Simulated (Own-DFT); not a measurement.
# One host, several defects: monoclinic HfO2

The numbers are computed, not measured, by runs of the plane-wave DFT program Own-DFT (in-house, retired, unreviewed) at fixed positions, with no spin and no spin-orbit coupling.

Settings: PBE; PseudoDojo norm-conserving scalar-relativistic files; cutoff 72 hartree; 2 x 2 x 2 k mesh centred on Gamma; Fermi-Dirac smearing of 0.1 eV.

Limits (not all hold for every row): not probed for a lower state with spin; hafnium file: forces about 75 meV/angstrom off all-electron values; oxygen file: force components 24 meV/angstrom off all-electron in a glass; forces on such cells passed a denser k mesh, each cell not checked; stress not checked against mesh or cutoff.

All runs share one cell, with vectors in Å (10.234, 0.000, 0.000); (0.000, 10.350, 0.000); (-1.696, 0.000, 10.445) and a volume of 1106.4 Å³. u is the rms random offset of the atoms per axis. The defect's site can differ from row to row.

| cell | formula | u (Å) | P (GPa) |
|---|---|---|---|
| no defect | Hf32O64 | 0.0207 | 4.01 |
| no defect | Hf32O64 | 0.0208 | 4.06 |
| no defect | Hf32O64 | 0.0532 | 6.01 |
| two O vacancies | Hf32O62 | 0.0294 | 3.19 |
| two O vacancies | Hf32O62 | 0.0302 | 3.77 |
| two O vacancies | Hf32O62 | 0.0515 | 4.88 |
| one Si on a Hf site | Hf31O64Si | 0.0297 | ? |
| one Si on a Hf site | Hf31O64Si | 0.0298 | 2.90 |
| one Si on a Hf site | Hf31O64Si | 0.0486 | 4.43 |
| one Si on a Hf site | Hf31O64Si | 0.0519 | 3.71 |

## Analysis

P = P0 + c u² + a shift for each defect gives P0 = 3.75 GPa, c = 770 ± 130 GPa/Å² and a scatter of 0.36 GPa. The shifts, and each times the cell's volume:

- two O vacancies: -0.94 ± 0.30 GPa, -6.5 eV (-3.2 eV for each of its 2 sites)
- one Si on a Hf site: -1.59 ± 0.31 GPa, -11.0 eV

Positive is outwards. The product with the volume (160.2 GPa Å³ to the eV) is nearly free of the cell's size; divided by the bulk modulus at the cell's pressure it gives the volume that the defect adds. The atoms around the defects weren't relaxed, which would change these numbers.

## Test on the hidden row

Q: what pressure belongs in the blank (one Si on a Hf site, u = 0.0297 Å)?

Estimate: 2.83 ± 0.44 GPa. Computed: 2.96 GPa.
